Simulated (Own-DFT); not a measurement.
# Strain and stress in wurtzite AlN, 128 atoms (Al64N64)

All numbers below are calculated, not measured. They come from Own-DFT, an in-house plane-wave density functional program, since retired, whose code no person has reviewed. Each row is one single-point run on a periodic cell that was not relaxed, without spin or spin-orbit coupling.

Settings of every run: PBE; PseudoDojo norm-conserving scalar-relativistic files; cutoff 42 hartree; 3 x 3 x 3 k mesh centred on Gamma; Gaussian smearing of 0.01 eV.

Known limits: k mesh not checked against a denser one; stress not checked against mesh or cutoff.

Unstrained cell vectors in Å: (12.448, 0.000, 0.000); (-6.224, 10.780, 0.000); (0.000, 0.000, 9.964). The unstrained cell has measured lattice constants (interpolated for alloys), not those of this functional. That, the random moves and any unrelaxed bonds set the pressure at no strain. Each run strains this cell uniformly, with the atoms carried along. Every atom was also moved at random, by a Gaussian of width 0.05 Å on each axis. Strain is the symmetric tensor, in per cent. Stress is positive in tension, and the pressure is minus a third of its trace.

```
run,e_xx (%),e_yy (%),e_zz (%),e_yz (%),e_xz (%),e_xy (%),s_xx (GPa),s_yy (GPa),s_zz (GPa),s_yz (GPa),s_xz (GPa),s_xy (GPa),P (GPa),E (meV/atom)
1,-0.12,0.64,-0.44,-1.68,-1.58,0.28,-5.73,-2.43,-9.16,-4.87,-4.17,1.06,5.77,9.3
2,1.35,0.46,0.80,0.93,1.94,-1.90,1.03,-2.07,-1.49,1.64,4.63,-5.69,0.84,14.2
3,-0.41,-1.28,-1.54,1.53,-1.14,1.95,-10.64,-14.71,-14.54,4.23,-2.75,7.63,13.29,32.9
4,-0.64,-1.39,-1.64,-1.49,0.92,1.18,-12.00,-14.34,-14.51,-4.11,2.14,4.01,13.62,15.5
5,0.36,-0.69,-1.97,-1.63,1.59,-1.28,-7.32,-9.74,-16.33,-3.93,4.48,-4.69,11.13,31.8
6,0.99,0.51,1.41,1.88,-0.78,-0.77,1.43,-3.67,2.14,4.94,-1.57,-2.54,0.03,3.6
7,0.73,-0.73,-0.64,-0.14,-1.99,-0.51,-4.32,-10.14,-7.02,-0.72,-4.74,-2.89,7.16,11.2
8,1.81,-0.83,-1.12,-0.85,-0.93,-1.36,2.28,-9.60,-11.07,-1.81,-2.19,-3.64,6.13,9.8
9,0.47,-0.68,0.76,1.07,1.02,-0.14,-4.30,-7.65,-2.06,2.24,2.20,-0.98,4.67,2.7
10,0.68,-0.62,-0.49,0.27,1.65,-1.12,-3.54,-7.87,-8.07,0.35,3.93,-3.86,6.49,0.0
11,0.52,1.27,0.22,-1.53,-0.11,-1.63,-2.01,1.14,-4.11,-3.70,-0.56,-5.77,1.66,5.3
12,-0.28,0.63,-0.84,-0.65,1.85,0.50,-6.46,-4.81,-8.59,-1.56,5.22,1.18,6.62,2.3
13,-0.50,1.71,-1.87,-1.86,1.89,1.17,-7.92,0.82,-16.68,-5.12,4.93,4.58,7.93,31.5
14,-1.20,0.61,-1.96,0.21,-1.45,-0.37,-13.54,-4.83,-15.80,0.60,-4.18,-1.83,11.39,16.9
15,-1.34,-1.04,1.35,1.86,-0.39,0.37,-11.99,-10.33,-2.06,4.13,-0.97,0.65,8.12,8.8
16,-1.79,-1.62,0.48,0.12,1.83,1.52,?,?,?,?,?,?,?,?
```

E is the free energy for each atom above the lowest run shown.

## Worked fit

Each stress component was fitted by least squares to a constant and the strains of the runs shown, as fractions, with shears doubled. Shear strains stay in the fit of a normal stress only where such slopes are resolved. The slopes, in GPa:

| stress | at no strain | per e_xx | per e_yy | per e_zz | scatter |
|---|---|---|---|---|---|
| s_xx | -5.9 | 493 ± 22 | 110 ± 20 | 91 ± 17 | 0.72 |
| s_yy | -5.9 | 58 ± 29 | 484 ± 26 | 69 ± 22 | 0.94 |
| s_zz | -6.2 | 88 ± 33 | 19 ± 30 | 485 ± 25 | 1.08 |

Each shear stress against twice its own strain: yz 132 ± 6, xz 127 ± 4, xy 187 ± 11 GPa. These are stiffnesses along x, y and z of the frame in which the cell vectors are given, which need not be the crystal's axes. The atoms are held to the strained lattice; where symmetry lets them move under strain, relaxing them would lower some slopes. The table should be nearly symmetric about its diagonal, and what it lacks of that shows the noise. A ninth of its sum, 211 ± 4 GPa, estimates the bulk modulus near the mean pressure of these runs, 7.0 GPa, so it lies above the value at zero pressure.

## Withheld run

Question: what normal stresses and pressure should run 16 give?

The fit gives s_xx = -16.0, s_yy = -14.5, s_zz = -5.7 and P = 12.1 GPa. The calculation gave -16.76, -16.35, -5.18 and P = 12.76 GPa.
